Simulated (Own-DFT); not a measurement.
# Which defects push the lattice out? grey tin

Everything here is calculated. The program is Own-DFT (plane waves, in-house, since retired, never reviewed by a person); positions were held fixed, and spin and spin-orbit coupling were off.

Method: PBE; PseudoDojo norm-conserving scalar-relativistic files; cutoff 42 hartree; 3 x 3 x 3 k mesh centred on Gamma; cold (Marzari-Vanderbilt) smearing of 0.2 eV.

Keep in mind (not all hold for every row): not probed for a lower state with spin; forces on such cells moved up to 12 meV/angstrom on a denser k mesh; stress not checked against mesh or cutoff.

All runs share one cell, with vectors in Å (12.978, 0.000, 0.000); (0.000, 12.978, 0.000); (0.000, 0.000, 12.978) and a volume of 2185.9 Å³. The atoms are randomly displaced, by u rms on each axis. The defect's site can differ from row to row.

```
            cell  formula   u (Å)  P (GPa)
       no defect     Sn64  0.0194     3.38
       no defect     Sn64  0.0481     3.61
       no defect     Sn64  0.0497     3.61
two Sn vacancies     Sn62  0.0284     3.14
two Sn vacancies     Sn62  0.0311     3.15
two Sn vacancies     Sn62  0.0518     3.36
  one Sn vacancy     Sn63  0.0279     3.22
  one Sn vacancy     Sn63  0.0297     3.27
  one Sn vacancy     Sn63  0.0519        ?
  one Sn vacancy     Sn63  0.0542     3.40
```

## Working it out

P = P0 + c u² + a shift for each defect gives P0 = 3.36 GPa, c = 102 ± 11 GPa/Å² and a scatter of 0.03 GPa. The shifts, and each times the cell's volume:

- one Sn vacancy: -0.22 ± 0.03 GPa, -3.0 eV
- two Sn vacancies: -0.29 ± 0.03 GPa, -4.0 eV (-2.0 eV for each of its 2 sites)

A positive shift means that the defect pushes the cell outwards. Shift times volume (160.2 GPa Å³ is 1 eV) depends little on the cell's size, so, taken for each site, it can be compared between cells at like pressure. The atoms around the defects weren't relaxed, which would change these numbers.

## Prediction

Asked: what pressure belongs in the blank (one Sn vacancy, u = 0.0519 Å)?

From the fit: 3.41 ± 0.04 GPa. Computed: 3.36 GPa.
